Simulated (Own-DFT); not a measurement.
# Strain and stress in beta-Si3N4, 112 atoms (N64Si48)

No measurement is shown. These are fixed-geometry runs of a retired plane-wave code named Own-DFT, which no person has reviewed; spin and spin-orbit coupling are neglected.

Common settings: PBE; PseudoDojo norm-conserving scalar-relativistic files; cutoff 42 hartree; 2 x 2 x 4 k mesh centred on Gamma; Fermi-Dirac smearing of 0.1 eV.

Caveats: forces on such cells moved up to 12 meV/angstrom on a denser k mesh; stress not checked against mesh or cutoff.

Unstrained cell vectors in Å: (15.212, 0.000, 0.000); (-7.606, 13.174, 0.000); (0.000, 0.000, 5.818). The unstrained cell has measured lattice constants (interpolated for alloys), not those of this functional. That, the random moves and any unrelaxed bonds set the pressure at no strain. Each run strains this cell uniformly, with the atoms carried along. Each coordinate of each atom was shifted by a normal deviate of width 0.05 Å. Stress is counted positive in tension, P = -(s_xx + s_yy + s_zz)/3, and strain components are those of the symmetric tensor.

```
run,e_xx (%),e_yy (%),e_zz (%),e_yz (%),e_xz (%),e_xy (%),s_xx (GPa),s_yy (GPa),s_zz (GPa),s_yz (GPa),s_xz (GPa),s_xy (GPa),P (GPa),E (meV/atom)
1,-0.18,-0.38,0.72,-0.70,-0.50,1.48,-6.52,-9.35,-5.00,-2.54,-1.14,6.28,6.95,0.0
2,0.95,-0.55,1.98,-0.55,1.46,1.45,-1.94,-6.79,1.13,-1.85,5.15,6.27,2.53,36.5
3,-1.78,-1.78,-1.20,-0.41,1.32,-0.10,-22.73,-21.06,-22.11,-0.41,6.12,0.54,21.97,53.3
4,0.60,0.48,0.09,1.40,0.92,0.07,-2.02,-2.79,-10.67,4.47,2.10,0.08,5.16,7.7
5,-0.85,-0.05,-1.10,-0.09,-0.68,-0.32,-15.01,-8.95,-18.55,1.53,-3.34,-1.95,14.17,38.9
6,1.48,-0.94,0.53,-0.05,0.46,-0.04,-1.20,-6.94,-8.52,0.84,2.03,0.76,5.56,13.6
7,-1.93,-0.78,-0.80,0.00,-1.44,1.05,-18.32,-17.85,-20.10,0.57,-4.69,6.24,18.76,70.1
8,-0.55,1.99,-1.88,-0.48,-0.33,-0.72,-8.15,-1.09,-20.75,-2.43,0.03,-2.46,10.00,32.9
9,1.96,0.16,-0.43,-1.75,-1.66,1.56,3.77,-4.51,-13.36,-6.37,-4.82,5.44,4.70,25.3
10,-0.48,-1.06,1.00,1.65,0.74,-0.86,-9.55,-14.49,-5.77,6.92,2.31,-2.79,9.94,31.6
11,1.21,-1.88,-1.05,-0.12,0.98,0.10,-4.56,-14.74,-21.15,0.93,3.36,1.49,13.48,36.4
12,0.92,-0.22,-1.39,1.54,1.98,-1.51,-6.38,-7.16,-19.25,2.87,6.67,-5.88,10.93,47.0
13,-1.43,1.68,1.21,0.90,0.19,-1.25,-10.21,-1.05,-2.26,4.40,1.51,-4.12,4.51,22.8
14,0.91,1.30,1.38,0.10,-1.46,-1.41,-0.04,0.69,0.86,-0.96,-3.92,-3.97,-0.50,5.4
15,1.50,1.30,1.25,1.24,-0.79,0.56,2.89,1.89,0.64,4.62,-3.35,1.68,-1.80,1.6
16,0.98,1.52,-1.28,0.34,-1.84,1.47,-1.90,-0.77,-16.49,1.30,-7.99,5.50,6.39,25.6
17,-1.41,-1.47,-0.05,1.27,-1.16,-1.09,-16.08,-18.22,-16.53,5.85,-5.37,-5.16,16.95,59.1
18,1.39,-1.51,1.65,-0.50,-1.74,0.76,?,?,?,?,?,?,?,?
```

E is the free energy per atom, counted from the lowest run shown.

## Fit

Each stress component was fitted by least squares to a constant and the strains of the runs shown, as fractions, with shears doubled. Shear strains stay in the fit of a normal stress only where such slopes are resolved. The slopes, in GPa:

| stress | at no strain | per e_xx | per e_yy | per e_zz | scatter |
|---|---|---|---|---|---|
| s_xx | -7.4 | 504 ± 28 | 161 ± 28 | 124 ± 30 | 1.38 |
| s_yy | -7.8 | 218 ± 24 | 470 ± 24 | 75 ± 26 | 1.19 |
| s_zz | -11.3 | 66 ± 23 | 163 ± 23 | 661 ± 24 | 1.10 |

The slope of each shear stress on twice its own strain, from a fit on all six strains: yz 177 ± 18, xz 186 ± 8, xy 190 ± 14 GPa. These are stiffnesses along x, y and z of the frame in which the cell vectors are given, with the crystal's c axis along z: C11, C12, C13 and C33. Hexagonal symmetry asks that xx and yy behave alike, which is a second check on the noise. The atoms are held to the strained lattice; where symmetry lets them move under strain, relaxing them would lower some slopes. Slopes across the diagonal should nearly agree, so their difference gauges the noise. A ninth of the table's sum, 271 ± 5 GPa, estimates the bulk modulus near the mean pressure of these runs, 8.8 GPa, so it lies above the value at zero pressure.

## Test on the hidden row

The question: what normal stresses and pressure should run 18 give?

The fit gives s_xx = -0.7, s_yy = -10.7, s_zz = -1.9 and P = 4.4 GPa. DFT gave -1.10, -13.30, 1.56 and P = 4.28 GPa.
